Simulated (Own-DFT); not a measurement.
# How HSE06 shifts the pressure of corundum Al2O3, 78 atoms (Al32O46), with two O vacancies

Calculated, not measured. Each geometry was run twice at fixed positions with Own-DFT, a retired in-house plane-wave program that no person has reviewed: with PBE, and with HSE06 (exact exchange share 0.25 at short range, screening 0.11 per bohr, Gygi-Baldereschi treatment of its divergence). Both used PseudoDojo norm-conserving files made for PBE, a cutoff of 48 hartree, the Gamma point alone, fixed occupations, a neutral cell and no spin. The unstrained cell is 7.9 Å across at its thinnest, so Gamma alone is coarse and defects feel their images. The oxygen file's force components were 24 meV/Å off all-electron values in a glass.

Unstrained cell vectors in Å: (5.494, 0.000, 8.660); (-2.747, 4.758, 8.660); (-2.747, -4.758, 8.660), volume V0 = 679.1 Å³, from measured lattice constants. Each geometry has its own random strain of a few per cent, its own defect sites and random moves of rms u per axis. HSE06 gave the energy alone. D is its energy less that of PBE, over the lowest D shown. The PBE stress wasn't checked against mesh or cutoff.

| run | V - V0 (Å³) | u (Å) | P with PBE (GPa) | D (eV) |
|---|---|---|---|---|
| 1 | -9.0 | 0.0473 | 11.69 | 0.295 |
| 2 | 17.1 | 0.0482 | 2.53 | 1.305 |
| 3 | -10.7 | 0.0298 | 11.39 | 0.071 |
| 4 | -3.1 | 0.0314 | 7.83 | 0.439 |
| 5 | 16.3 | 0.0300 | 1.59 | 1.195 |
| 6 | -7.1 | 0.0523 | 12.86 | 0.255 |
| 7 | 8.4 | 0.0313 | 4.64 | 0.858 |
| 8 | 24.6 | 0.0483 | 0.73 | 1.577 |
| 9 | -13.5 | 0.0288 | 12.86 | 0.000 |
| 10 | 10.8 | 0.0284 | 3.06 | 0.927 |
| 11 | 10.0 | 0.0492 | 4.84 | 1.033 |
| 12 | 26.7 | 0.0314 | -1.47 | 1.569 |
| 13 | -8.4 | 0.0290 | 10.38 | ? |

## Analysis

D = 0.48 + 0.0398 (V - V0) + 52 u² eV, with an error of 0.0009 on the volume slope, 16 on the last term and a scatter of 0.04 eV. Pressure is -dE/dV, and 1 eV/Å³ is 160.2 GPa, so HSE06 changes the pressure by -6.4 ± 0.1 GPa. With the ions held to the strained lattice, the PBE pressure falls by 243 ± 9 GPa per unit of volume strain; the shape of the strain isn't fitted, so the true error is larger, and a relaxed crystal would be softer. On that slope HSE06's volume at a given pressure is about 2.6 % smaller, or 0.9 % in lengths. At u = 0 and V0 the PBE pressure is 6.5 GPa, which puts the zero-pressure volume, against the measured cell and with the defects in, at +2.7 % for PBE and +0.0 % for HSE06, each good to a few tenths of a per cent.

## Prediction

Question: what D should run 13 give?

The fit gives 0.19 eV, with rows scattering by 0.04. Computed: 0.194 eV.
